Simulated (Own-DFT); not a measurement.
# Which defects push the lattice out? monoclinic HfO2

Everything here is calculated. The program is Own-DFT (plane waves, in-house, since retired, never reviewed by a person); positions were held fixed, and spin and spin-orbit coupling were off.

Common settings: PBE; PseudoDojo norm-conserving scalar-relativistic files; cutoff 72 hartree; 2 x 2 x 2 k mesh centred on Gamma; Fermi-Dirac smearing of 0.1 eV.

Caveats (not all hold for every row): a neutral cation vacancy leaves holes that likely carry spin, which these runs leave out; not probed for a lower state with spin; hafnium file: forces about 75 meV/angstrom off all-electron values; oxygen file: force components 24 meV/angstrom off all-electron in a glass; forces on such cells passed a denser k mesh, each cell not checked; stress not checked against mesh or cutoff.

All runs share one cell, with vectors in Å (10.234, 0.000, 0.000); (0.000, 10.350, 0.000); (-1.696, 0.000, 10.445) and a volume of 1106.4 Å³. Atoms were moved at random from their sites; u is the rms move along one axis. The defect's site can differ from row to row.

| cell | formula | u (Å) | P (GPa) |
|---|---|---|---|
| no defect | Hf32O64 | 0.0189 | 3.99 |
| no defect | Hf32O64 | 0.0200 | 3.76 |
| no defect | Hf32O64 | 0.0496 | 5.19 |
| one Hf vacancy | Hf31O64 | 0.0293 | 3.64 |
| one Hf vacancy | Hf31O64 | 0.0302 | 4.10 |
| one Hf vacancy | Hf31O64 | 0.0510 | 5.64 |
| one Hf vacancy | Hf31O64 | 0.0514 | ? |
| two Al on a Hf site each and one O vacancy | Al2Hf30O63 | 0.0324 | 1.91 |
| two Al on a Hf site each and one O vacancy | Al2Hf30O63 | 0.0506 | 3.13 |
| two Al on a Hf site each and one O vacancy | Al2Hf30O63 | 0.0519 | 3.19 |
| two Al on a Hf site each | Al2Hf30O64 | 0.0306 | 2.27 |
| two Al on a Hf site each | Al2Hf30O64 | 0.0467 | 3.14 |
| two Al on a Hf site each | Al2Hf30O64 | 0.0517 | 3.82 |
| one Si on a Hf site | Hf31O64Si | 0.0303 | 2.88 |
| one Si on a Hf site | Hf31O64Si | 0.0320 | 2.87 |
| one Si on a Hf site | Hf31O64Si | 0.0471 | 4.42 |

## Worked fit

P = P0 + c u² + a shift for each defect gives P0 = 3.40 GPa, c = 852 ± 79 GPa/Å² and a scatter of 0.24 GPa. The shifts, and each times the cell's volume:

- one Hf vacancy: -0.18 ± 0.20 GPa, -1.3 eV (not resolved)
- one Si on a Hf site: -1.19 ± 0.20 GPa, -8.2 eV
- two Al on a Hf site each: -1.97 ± 0.21 GPa, -13.6 eV (-6.8 eV for each of its 2 sites)
- two Al on a Hf site each and one O vacancy: -2.44 ± 0.21 GPa, -16.9 eV

Positive is outwards. The product with the volume (160.2 GPa Å³ to the eV) is nearly free of the cell's size; divided by the bulk modulus at the cell's pressure it gives the volume that the defect adds. The atoms around the defects weren't relaxed, which would change these numbers.

## Withheld run

Q: what pressure belongs in the blank (one Hf vacancy, u = 0.0514 Å)?

The fitted form gives 5.47 ± 0.29 GPa. DFT gave 5.23 GPa.
